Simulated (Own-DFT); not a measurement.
# Misfit strain and the stress it brings: wurtzite AlGaN with randomly placed atoms, 72 atoms (Al9Ga27N36)

Source: density functional calculations with Own-DFT, an unreviewed in-house program that is no longer used. Nothing was measured or relaxed, and spin and spin-orbit coupling are left out.

All runs used: PBE; PseudoDojo norm-conserving scalar-relativistic files; cutoff 42 hartree; 4 x 4 x 3 k mesh centred on Gamma; Fermi-Dirac smearing of 0.1 eV.

Limits: forces on such cells passed a denser k mesh, each cell not checked; stress not checked against mesh or cutoff.

Unstrained cell vectors in Å: (9.509, 0.000, 0.000); (-4.755, 8.235, 0.000); (0.000, 0.000, 10.268). The unstrained cell has measured lattice constants (interpolated for alloys), not those of this functional. That, the random moves and any unrelaxed bonds set the pressure at no strain. Each run strains x and y alike by e, as a substrate would, and holds the height along z. Each coordinate of each atom was shifted by a normal deviate of width 0.05 Å. The random placing of the alloy's atoms differs from row to row. Stress is positive in tension.

```
e (%),u (Å),(s_xx + s_yy)/2 (GPa),s_zz (GPa)
-2.75,0.049,-24.99,-11.53
-1.00,0.054,-13.16,-11.21
0.25,0.052,-5.77,-7.86
0.75,0.049,-3.68,-5.80
1.00,0.050,?,?
1.25,0.049,-0.14,-7.44
1.50,0.049,0.27,-3.85
2.25,0.051,3.72,-5.15
2.50,0.050,4.90,-4.50
2.75,0.050,5.62,-4.23
```

## Worked fit

With e as a fraction, the in-plane stress is -7.2 + 559 e - 3166 e² GPa (errors 7 and 381, scatter 0.33), and s_zz is -8.1 + 150 e GPa (slope ± 24, scatter 1.21). At e = 0 the first slope is C11 + C12 and the second 2 C13, both with the ions held to the strained lattice and at the cell's own pressure. The term in e² is negative: the layer stiffens under compression and softens under tension. A free layer would change its height as e changes, and the in-plane slope would drop by 2 C13²/C33 to the biaxial modulus. At fixed height, a misfit of 1 % moves the in-plane stress by about 5.6 GPa and s_zz by 1.5 GPa.

## Prediction

Asked: what are the two stresses at e = 1.00 %?

From the fit: -2.0 and -6.6 GPa. DFT gave -2.23 and -6.79 GPa.
